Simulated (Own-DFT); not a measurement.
Simulation results for Si$_{3}$N$_{4}$ (beta silicon nitride, strained, atoms displaced)

Computed with Own-DFT development build. A calculation, not a measurement: plane-wave PBE density functional theory by an unreviewed code, no spin, of a simulated periodic cell, stress positive in tension, free energy of the whole cell less one offset for each atom, forces on such cells passed a denser k mesh, this cell's mesh not checked; offsets are fitted by least squares, one for each functional and potential file, so energies compare only between cells with the same atoms and settings and are not formation energies; the far tail of each file's local potential was reset to the Coulomb form; each entry is a single point on an unrelaxed cell, so the pressure reflects the starting lattice, mostly measured values (interpolated for alloys), from which strain is counted, and rises with the displacements; printed positions are rounded, which can move forces by about a meV/angstrom; the program, named Own-DFT, is a retired in-house code; no spin-orbit coupling; before rounding, a Quantum ESPRESSO 7.3.1 run of the same cell and cutoff gave forces within 1 meV/angstrom rms on each cell, which checks the program and not the settings.

Common to all runs: functional PBE; potential files PseudoDojo norm-conserving, scalar-relativistic, standard set; wave cutoff 42 hartree; occupations Fermi-Dirac; smearing width 0.1 eV; k mesh 3 x 3 x 3 centred on Gamma.

(1) Si$_{3}$N$_{4}$ (beta silicon nitride, strained, atoms displaced)

```
Si3N4
1.0
      7.7070     0.0946     0.0993
     -3.7716     6.5456    -0.1062
      0.1140    -0.0749     8.7230
Si N Si N Si N
6 8 6 8 6 8
Direct
  0.17169 0.77044 0.08058
  0.22588 0.39781 0.08125
  0.58913 0.82641 0.08279
  0.83170 0.23783 0.23779
  0.76104 0.58717 0.24776
  0.39874 0.16579 0.24812
  0.32846 0.03163 0.08541
  0.97625 0.30451 0.08339
  0.71128 0.67189 0.08332
  0.68121 0.97100 0.24572
  0.04915 0.70172 0.24040
  0.30500 0.33449 0.25359
  0.33888 0.66866 0.08345
  0.66781 0.33190 0.25413
  0.18035 0.76572 0.41606
  0.22202 0.40861 0.42463
  0.59178 0.82277 0.42033
  0.82662 0.22990 0.57554
  0.77560 0.59894 0.58072
  0.39539 0.17646 0.58023
  0.34459 0.03059 0.41190
  0.96971 0.30922 0.42568
  0.70076 0.67259 0.42439
  0.66572 0.96927 0.57281
  0.04733 0.71169 0.58276
  0.29268 0.33704 0.58260
  0.33731 0.67869 0.41043
  0.67157 0.33151 0.57761
  0.17174 0.77375 0.75708
  0.21619 0.40641 0.75398
  0.59156 0.83237 0.74644
  0.83021 0.23281 0.92116
  0.77024 0.60152 0.92321
  0.40874 0.18770 0.91701
  0.33045 0.02458 0.75918
  0.97275 0.29487 0.74815
  0.70833 0.67087 0.75127
  0.65240 0.96095 0.91198
  0.01801 0.70399 0.91740
  0.30791 0.33146 0.92266
  0.32523 0.66144 0.74474
  0.68008 0.34218 0.90934
```

```
free energy of cell above offsets : -3.702 eV
pressure                          : 4.98 GPa
stress xx                         : -2.87 GPa
stress yy                         : -3.62 GPa
stress zz                         : -8.45 GPa
stress yz                         : -3.13 GPa
stress xz                         : 6.14 GPa
stress xy                         : 3.66 GPa
```

Force:
```tsv
element	x (eV/Å)	y (eV/Å)	z (eV/Å)
Si	1.958	0.543	-2.142
Si	1.574	2.433	2.644
Si	0.925	-0.752	-0.269
Si	-1.27	-1.389	4.529
Si	1.576	1.414	1.008
Si	0.877	2.046	1.185
N	0.174	0.172	-2.259
N	0.14	-0.288	-1.809
N	-3.104	1.359	2.431
N	-0.133	0.515	0.858
N	-4.085	-2.002	4.063
N	-1.179	-0.044	-0.27
N	-1.297	-1.164	-0.551
N	-0.326	-0.622	-0.954
Si	-1.693	1.715	-1.269
Si	1.12	1.098	-2.129
Si	-0.336	-0.038	-3.239
Si	-1.764	-0.741	3.105
Si	1.402	-0.759	1.182
Si	2.327	0.052	0.761
N	-1.121	-0.247	1.014
N	1.261	0.403	-4.46
N	0.716	-0.437	-1.999
N	0.261	1.117	3.569
N	-2.451	-1.015	0.3
N	1.326	-1.142	1.072
N	2.508	-2.663	0.516
N	-2.004	0.401	0.415
Si	0.264	-1.151	-1.198
Si	3.328	0.351	-0.068
Si	0.394	-2.636	-1.383
Si	-1.258	-0.894	-2.129
Si	0.48	-1.448	-3.707
Si	4.178	-2.404	0.494
N	-0.287	2.85	-1.836
N	-2.338	-1.568	0.746
N	-1.831	1.166	0.053
N	0.952	2.817	2.018
N	3.05	1.08	0.457
N	-3.245	1.661	-2.29
N	0.379	1.624	0.679
N	-1.449	-1.41	0.862
```

(2) Si$_{3}$N$_{4}$ (beta silicon nitride, strained, atoms displaced)

```
Si3N4
1.0
      7.6362     0.1126     0.0605
     -3.7206     6.5061    -0.1236
      0.0695    -0.1237     8.7472
Si N Si N Si N
6 8 6 8 6 8
Direct
  0.16840 0.77738 0.07911
  0.23753 0.40891 0.08430
  0.58998 0.83309 0.08749
  0.82183 0.22420 0.25071
  0.77042 0.59288 0.26023
  0.40282 0.17337 0.24371
  0.32989 0.02372 0.08460
  0.95783 0.29767 0.07792
  0.70540 0.67105 0.09488
  0.65564 0.96644 0.25199
  0.03271 0.69558 0.24511
  0.31137 0.33805 0.25651
  0.35414 0.68088 0.08059
  0.67646 0.34442 0.25372
  0.18045 0.77419 0.41865
  0.22612 0.40444 0.42096
  0.59129 0.82709 0.40371
  0.82133 0.21616 0.58018
  0.76761 0.58875 0.57538
  0.41536 0.18508 0.58801
  0.34241 0.02580 0.40845
  0.97013 0.29413 0.40328
  0.70117 0.66466 0.42266
  0.65773 0.95808 0.59460
  0.03323 0.70541 0.57251
  0.30789 0.33174 0.57909
  0.32318 0.64842 0.41672
  0.67533 0.33954 0.58247
  0.17700 0.77017 0.74800
  0.23772 0.40558 0.74868
  0.58580 0.82196 0.74953
  0.83959 0.23592 0.92358
  0.76325 0.59154 0.91310
  0.38602 0.15779 0.91721
  0.33362 0.03433 0.75198
  0.96908 0.29372 0.74997
  0.70009 0.66390 0.74906
  0.65691 0.96021 0.92468
  0.03971 0.70570 0.92111
  0.29329 0.32993 0.91555
  0.33013 0.66005 0.75214
  0.66221 0.32062 0.91164
```

```
free energy of cell above offsets : -2.845 eV
pressure                          : 7.69 GPa
stress xx                         : -1.75 GPa
stress yy                         : -11.45 GPa
stress zz                         : -9.86 GPa
stress yz                         : -3.04 GPa
stress xz                         : -0.07 GPa
stress xy                         : 3.68 GPa
```

Force:
```tsv
element	x (eV/Å)	y (eV/Å)	z (eV/Å)
Si	2.712	-2.687	2.701
Si	-1.313	1.56	1.333
Si	3.57	-1.452	-1.592
Si	-1.223	1.54	-1.764
Si	1.061	1.61	-3.083
Si	2.388	1.197	2.254
N	-0.458	2.302	-1.186
N	4.901	1.683	5.309
N	-0.721	0.621	-1.375
N	0.592	2.368	0.166
N	-0.098	0.633	1.489
N	-1.3	-0.278	-1.972
N	-5.233	-4.093	0.329
N	-0.714	-4.37	-0.19
Si	0.142	-1.353	-2.83
Si	0.989	-2.34	-0.821
Si	-0.574	-3.269	4.741
Si	0.13	1.419	0.9
Si	1.071	1.896	2.571
Si	1.86	-1.886	-1.649
N	-0.18	2.006	1.456
N	0.178	-0.987	3.55
N	-2.476	2.16	-1.18
N	0.061	1.558	-4.195
N	-0.58	-0.282	2.834
N	-1.423	0.3	0.647
N	0.348	5.099	-0.038
N	0.343	-2.951	-0.126
Si	-0.788	-0.73	-0.382
Si	-1.824	-0.923	0.05
Si	0.987	-1.22	2.935
Si	-4.454	-2.991	-5.176
Si	0.974	-0.906	2.191
Si	2.684	3.498	1.453
N	-0.343	-1.7	-2.603
N	1.141	0.223	-0.86
N	-0.736	0.668	-0.523
N	0.915	2.246	-1.846
N	-2.496	-1.035	-3.542
N	1.24	-1.153	0.129
N	-0.265	1.109	-0.473
N	-1.09	0.91	0.371
```

(3) Si$_{3}$N$_{4}$ (beta silicon nitride, strained, atoms displaced)

```
Si3N4
1.0
      7.7381    -0.0504    -0.1303
     -3.9127     6.6661     0.1963
     -0.1495     0.1738     8.6297
Si N Si N Si N
6 8 6 8 6 8
Direct
  0.17396 0.77520 0.08767
  0.24122 0.40066 0.07903
  0.60430 0.81911 0.07544
  0.81517 0.23471 0.24271
  0.78057 0.60794 0.24756
  0.40249 0.17400 0.26277
  0.33065 0.02618 0.08026
  0.96172 0.29841 0.08091
  0.69822 0.66275 0.07783
  0.66182 0.95335 0.24176
  0.02439 0.70441 0.25853
  0.29002 0.33828 0.24180
  0.32280 0.65716 0.08115
  0.66977 0.33814 0.25233
  0.15785 0.76561 0.42263
  0.22186 0.38618 0.41656
  0.59453 0.82567 0.41159
  0.84092 0.24226 0.59079
  0.77726 0.59036 0.58148
  0.39187 0.16076 0.59738
  0.33544 0.03346 0.41226
  0.96420 0.30081 0.41681
  0.70354 0.66699 0.41173
  0.67801 0.97143 0.58112
  0.01158 0.69427 0.59045
  0.30656 0.33575 0.58996
  0.31815 0.65882 0.41997
  0.66059 0.33008 0.58074
  0.17568 0.77374 0.74716
  0.22751 0.39670 0.75207
  0.60822 0.84474 0.75278
  0.82828 0.22574 0.91582
  0.77240 0.60358 0.92221
  0.40160 0.17149 0.90670
  0.33231 0.02182 0.73887
  0.96974 0.30795 0.75754
  0.69737 0.65796 0.74457
  0.67549 0.96289 0.91501
  0.04239 0.70058 0.92019
  0.30609 0.33672 0.91257
  0.33989 0.66253 0.74873
  0.66553 0.32827 0.91563
```

```
free energy of cell above offsets : -0.410 eV
pressure                          : 6.6 GPa
stress xx                         : 2.21 GPa
stress yy                         : -1.22 GPa
stress zz                         : -20.8 GPa
stress yz                         : 9.08 GPa
stress xz                         : -5.89 GPa
stress xy                         : -2.87 GPa
```

Force:
```tsv
element	x (eV/Å)	y (eV/Å)	z (eV/Å)
Si	2.57	-1.912	0.532
Si	-5.364	2.751	-3.388
Si	-3.833	-1.621	2.492
Si	1.237	-1.464	0.853
Si	-2.046	-2.964	1.596
Si	0.545	3.666	-6.503
N	-0.574	2.024	1.219
N	2.096	0.354	0.376
N	-0.388	0.761	0.911
N	0.269	3.155	-0.848
N	1.467	0.924	-2.324
N	4.829	-3.718	5.677
N	1.585	1.314	-0.116
N	-1.834	0.171	-0.223
Si	3.71	-0.061	0.461
Si	-1.79	3.556	-0.455
Si	-0.812	-2.413	1.992
Si	-3.788	-1.725	-2.726
Si	-6.881	-2.811	0.805
Si	1.825	7.42	-9.542
N	-1.311	-3.579	5.963
N	0.771	-0.287	-0.548
N	-1.173	0.905	-0.03
N	0.155	1.609	-0.762
N	6.17	3.242	-0.687
N	0.296	-2.246	-0.434
N	0.707	0.533	-0.022
N	1.055	-1.019	0.575
Si	2.083	-4.231	1.674
Si	-1.037	3.792	-1.817
Si	0.147	-6.075	-2.923
Si	-3.003	0.762	1.387
Si	2.423	-2.711	-3.743
Si	1.532	1.079	2.223
N	-0.308	-2.82	7.671
N	2.03	0.221	-1.02
N	-0.95	1.909	1.02
N	0.264	2.838	-0.063
N	-2.802	-0.259	-0.784
N	1.869	-2.458	1.602
N	-1.656	1.417	0.022
N	-0.086	-0.027	-0.09
```

(4) Si$_{3}$N$_{4}$ (beta silicon nitride, strained, atoms displaced)

```
Si3N4
1.0
      7.5614    -0.1332     0.1268
     -3.8960     6.6715     0.0320
      0.1455     0.1264     8.7699
Si N Si N Si N
6 8 6 8 6 8
Direct
  0.17320 0.75896 0.09289
  0.22315 0.40269 0.08658
  0.59633 0.82694 0.07909
  0.82870 0.23451 0.24809
  0.77370 0.60160 0.24123
  0.39500 0.17220 0.24752
  0.33867 0.04869 0.08840
  0.96770 0.30590 0.07843
  0.69548 0.66316 0.08608
  0.68131 0.97107 0.25386
  0.02060 0.69330 0.25390
  0.28594 0.32247 0.25283
  0.33588 0.67043 0.09242
  0.66418 0.34517 0.25474
  0.16922 0.77265 0.41394
  0.22077 0.40238 0.42253
  0.60104 0.83031 0.41646
  0.83490 0.23404 0.58854
  0.75946 0.58568 0.57423
  0.40756 0.17722 0.59388
  0.33948 0.03643 0.41776
  0.97151 0.28850 0.41461
  0.69151 0.66325 0.41405
  0.65799 0.95148 0.58595
  0.03549 0.70602 0.58067
  0.29474 0.33528 0.57216
  0.32688 0.66659 0.41894
  0.66591 0.33605 0.58735
  0.16615 0.77249 0.75939
  0.23705 0.40317 0.75161
  0.59669 0.83182 0.75092
  0.82574 0.23465 0.91781
  0.76242 0.59506 0.91332
  0.39763 0.17436 0.92168
  0.34095 0.03966 0.75435
  0.96569 0.31081 0.74752
  0.69484 0.68035 0.75316
  0.66072 0.97385 0.91672
  0.02834 0.69461 0.91973
  0.29425 0.33328 0.91845
  0.34021 0.67309 0.75253
  0.66074 0.32977 0.91501
```

```
free energy of cell above offsets : -3.588 eV
pressure                          : 7.23 GPa
stress xx                         : -9.12 GPa
stress yy                         : -3.4 GPa
stress zz                         : -9.16 GPa
stress yz                         : 6.5 GPa
stress xz                         : 3.74 GPa
stress xy                         : -7.17 GPa
```

Force:
```tsv
element	x (eV/Å)	y (eV/Å)	z (eV/Å)
Si	-0.304	2.085	-2.041
Si	1.869	1.17	0.724
Si	0.944	0.316	2.111
Si	-2.37	-0.027	1.479
Si	-2.979	-2.183	2.711
Si	0.734	2.781	2.862
N	-0.528	-5.254	-0.947
N	-0.583	-0.128	-0.023
N	-1.327	1.547	-2.128
N	-0.151	0.595	-2.497
N	2.742	1.608	0.071
N	-0.36	0.282	-0.917
N	-0.336	-1.354	-0.376
N	1.838	-1.862	-0.58
Si	2.599	0.653	0.64
Si	2.034	3.138	-3.205
Si	-1.112	-2.298	0.876
Si	-2.652	-1.801	-1.761
Si	0.121	2.393	1.623
Si	-1.294	0.191	-4.139
N	-0.709	-0.669	0.512
N	-3.727	-0.916	0.115
N	0.314	0.579	-0.433
N	0.718	5.206	-1.695
N	-2.067	-0.749	2.509
N	2.732	-1.89	4.727
N	0.164	0.009	-0.513
N	1.712	-0.75	-0.022
Si	3.348	-0.148	-3.951
Si	-1.679	2.63	-1.481
Si	-0.592	-0.803	1.537
Si	-1.798	0.101	-0.407
Si	-0.207	-1.093	0.19
Si	0.386	1.185	-1.037
N	-1.321	-1.985	1.564
N	2.168	0.129	0.996
N	2.91	-1.995	-0.458
N	0.956	0.364	-0.06
N	-0.776	0.092	2.751
N	0.906	-1.024	0.005
N	-2.657	-1.824	0.593
N	0.338	1.699	0.073
```

(5) Si$_{3}$N$_{4}$ (beta silicon nitride, strained, atoms displaced)

```
Si3N4
1.0
      7.5929    -0.0814     0.1294
     -3.8669     6.6638    -0.0039
      0.1485     0.0806     8.7147
Si N Si N Si N
6 8 6 8 6 8
Direct
  0.16729 0.75744 0.08654
  0.22529 0.40389 0.09047
  0.59701 0.83255 0.07638
  0.82820 0.23135 0.24584
  0.77791 0.59271 0.24593
  0.40168 0.16475 0.24401
  0.32517 0.02298 0.07961
  0.96436 0.30667 0.08464
  0.70201 0.66948 0.09021
  0.65346 0.96433 0.25883
  0.02273 0.69013 0.25378
  0.30120 0.31026 0.25440
  0.33517 0.66743 0.09101
  0.66615 0.32782 0.23943
  0.17078 0.76385 0.42249
  0.23417 0.39656 0.41122
  0.58340 0.81590 0.41274
  0.81392 0.23562 0.58477
  0.76885 0.59715 0.57803
  0.41200 0.16986 0.57445
  0.33783 0.04478 0.41799
  0.96511 0.30004 0.42380
  0.70353 0.66111 0.41366
  0.68149 0.97111 0.56690
  0.03853 0.69464 0.58898
  0.30062 0.32703 0.58852
  0.33095 0.65287 0.41634
  0.65832 0.32852 0.58694
  0.19089 0.76374 0.75602
  0.22627 0.39443 0.74106
  0.60039 0.82597 0.75768
  0.82747 0.24669 0.91166
  0.76254 0.58763 0.92001
  0.39835 0.16927 0.92462
  0.31915 0.02679 0.75107
  0.97965 0.30274 0.74215
  0.70692 0.67626 0.74138
  0.67101 0.96906 0.91805
  0.02369 0.71188 0.91057
  0.29862 0.33454 0.91204
  0.33448 0.66080 0.75069
  0.65401 0.33868 0.91857
```

```
free energy of cell above offsets : -3.020 eV
pressure                          : 7.26 GPa
stress xx                         : -9.96 GPa
stress yy                         : -3.49 GPa
stress zz                         : -8.32 GPa
stress yz                         : 2.74 GPa
stress xz                         : 6.72 GPa
stress xy                         : -4.32 GPa
```

Force:
```tsv
element	x (eV/Å)	y (eV/Å)	z (eV/Å)
Si	-0.135	0.708	-1.708
Si	2.166	0.104	-1.696
Si	0.854	-1.775	4.612
Si	-2.078	-1.435	4.32
Si	-3.712	-2.247	0.839
Si	2.409	0.107	0.246
N	-0.066	-1.452	1.922
N	1.385	0.326	-2.462
N	-1.067	0.825	-1.394
N	0.863	1.666	-4.135
N	3.613	1.892	0.704
N	-3.642	2.192	-2.263
N	-0.634	-0.926	-0.491
N	-0.018	0.504	0.268
Si	1.579	0.546	-1.191
Si	-1.19	-0.405	3.011
Si	2.507	-0.231	1.664
Si	2.384	-1.552	-0.44
Si	1.232	-0.554	0.923
Si	-3.16	0.569	4.285
N	-0.241	-5.198	-2.336
N	1.197	0.697	-3.431
N	-1.46	0.885	-0.426
N	-0.916	-0.421	3.741
N	-1.288	-0.594	0.56
N	1.635	-1.018	-4.061
N	-1.697	0.416	-0.252
N	1.238	2.702	0.117
Si	-3.263	1.258	-1.531
Si	1.758	2.391	2.76
Si	-0.079	-0.301	-3.876
Si	0.026	-0.859	0.324
Si	-1.383	2.607	-1.483
Si	-1.974	0.663	-4.062
N	1.218	0.455	0.105
N	-4.835	-1.544	1.044
N	-0.065	-0.264	2.599
N	0.048	3.034	-1.419
N	1.993	-0.918	2.577
N	0.06	-0.656	1.869
N	1.796	-0.233	0.436
N	2.943	-1.96	-0.268
```

(6) Si$_{3}$N$_{4}$ (beta silicon nitride, strained, atoms displaced)

```
Si3N4
1.0
      7.5202     0.0035    -0.0907
     -3.7571     6.6706    -0.0305
     -0.1040    -0.1005     8.8818
Si N Si N Si N
6 8 6 8 6 8
Direct
  0.16897 0.76871 0.08120
  0.23199 0.40843 0.08075
  0.60746 0.81384 0.07987
  0.83604 0.23660 0.25242
  0.76369 0.59271 0.25544
  0.39762 0.18110 0.25724
  0.32605 0.03075 0.07700
  0.95887 0.28037 0.08170
  0.67896 0.66034 0.08796
  0.65743 0.95483 0.25234
  0.04016 0.69971 0.25975
  0.29679 0.31644 0.25048
  0.32729 0.66463 0.08385
  0.67113 0.33766 0.24528
  0.18282 0.77989 0.41475
  0.25453 0.41594 0.41948
  0.60160 0.82732 0.40906
  0.82157 0.23016 0.58512
  0.77348 0.60817 0.58150
  0.40632 0.17550 0.58309
  0.32779 0.03561 0.41250
  0.96833 0.30616 0.41284
  0.70090 0.67126 0.41277
  0.66636 0.97004 0.57611
  0.03588 0.69937 0.57481
  0.29846 0.33417 0.58360
  0.34658 0.67526 0.41880
  0.66406 0.33157 0.58880
  0.15169 0.74580 0.75194
  0.23552 0.40639 0.75016
  0.60773 0.82894 0.75046
  0.83399 0.23782 0.91633
  0.75508 0.58116 0.90901
  0.40809 0.17773 0.92441
  0.34240 0.05212 0.75195
  0.97609 0.31455 0.74874
  0.69900 0.67151 0.75369
  0.66870 0.97462 0.91388
  0.02725 0.69986 0.92497
  0.30566 0.34984 0.91663
  0.32934 0.67353 0.75409
  0.66026 0.32853 0.91346
```

```
free energy of cell above offsets : -2.378 eV
pressure                          : 3.81 GPa
stress xx                         : -10.4 GPa
stress yy                         : -0.86 GPa
stress zz                         : -0.18 GPa
stress yz                         : -2.79 GPa
stress xz                         : -5.58 GPa
stress xy                         : 5.23 GPa
```

Force:
```tsv
element	x (eV/Å)	y (eV/Å)	z (eV/Å)
Si	1.942	1.169	3.011
Si	-0.831	0.313	1.049
Si	-8.865	6.403	0.143
Si	-2.121	-2.342	-1.393
Si	2.28	-0.412	-1.714
Si	6.196	-3.56	-2.603
N	-0.48	0.116	2.242
N	2.069	1.58	1.421
N	7.906	-5.345	-0.96
N	1.081	3.163	-2.526
N	-2.819	-0.653	-3.747
N	-5.356	4.602	-0.112
N	0.952	0.128	-0.028
N	-0.986	-0.802	0.429
Si	1.867	-0.657	1.299
Si	-3.582	0.332	-1.208
Si	-1.241	0.681	1.519
Si	0.826	0.335	-1.604
Si	0.782	-2.68	-0.256
Si	-0.248	-0.385	1.235
N	0.051	0.242	1.437
N	2.355	0.601	2.65
N	0.398	-0.516	1.5
N	1.143	-0.193	1.625
N	-1.627	0.024	1.222
N	1.144	-0.403	0.534
N	-0.998	-1.392	0.027
N	-0.235	2.573	-0.598
Si	1.67	3.779	0.231
Si	-0.766	2.17	-0.433
Si	-4.767	1.723	-0.794
Si	-1.406	-1.57	-1.324
Si	0.785	0.195	3.177
Si	-1.555	-0.762	-1.829
N	-1.15	-3.347	-0.296
N	-0.806	-0.978	0.695
N	1.577	-0.744	-2.106
N	1.205	-0.741	0.58
N	-2.713	-1.477	-3.13
N	2.014	-1.726	0.674
N	2.649	-1.134	-0.389
N	1.661	1.689	0.35
```
